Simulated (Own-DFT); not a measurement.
# Which arrangement is lower? C16Si16, 32 atoms

No measurement is shown. These are fixed-geometry runs of a retired plane-wave code named Own-DFT, which no person has reviewed; spin and spin-orbit coupling are neglected.

All runs used: PBE; PseudoDojo norm-conserving scalar-relativistic files; cutoff 42 hartree; 5 x 5 x 3 k mesh centred on Gamma; Fermi-Dirac smearing of 0.1 eV.

Known weak points: forces on such cells passed a denser k mesh, each cell not checked; stress not checked against mesh or cutoff.

All cells hold the same atoms in the same cell, with vectors in Å (6.165, 0.000, 0.000); (-3.083, 5.339, 0.000); (0.000, 0.000, 10.068). Every atom was moved at random from its ideal site; u is the rms move along one axis. E is the free energy of the whole cell, counted from the lowest run. The arrangements:

- A: 2H SiC
- B: 4H SiC

| arrangement | u (Å) | E (eV) | P (GPa) |
|---|---|---|---|
| A | 0.0295 | 0.111 | 3.88 |
| A | 0.0308 | 0.241 | 4.03 |
| A | 0.0327 | 0.135 | 3.84 |
| A | 0.0570 | 2.968 | 6.01 |
| A | 0.0581 | 2.718 | 5.68 |
| A | 0.0611 | 3.134 | 6.31 |
| B | 0.0280 | 0.005 | 3.82 |
| B | 0.0310 | 0.000 | 3.67 |
| B | 0.0342 | 0.434 | 4.02 |
| B | 0.0560 | 2.876 | 5.94 |
| B | 0.0601 | 3.243 | 5.73 |
| B | 0.0610 | 3.554 | 6.12 |

The question: how far apart are the arrangements at u = 0?

## Answer

Fit E = a + b u², with one b for all and one a for each arrangement, and with residuals divided by u², since the noise grows with the moves. Then b = 1156 eV/Å², the scatter at u = 0.04 Å is 0.15 eV, and against A:

- B: -0.01 ± 0.07 eV (not told apart from A)

The cells share one lattice and weren't relaxed, which can shift such small differences either way.
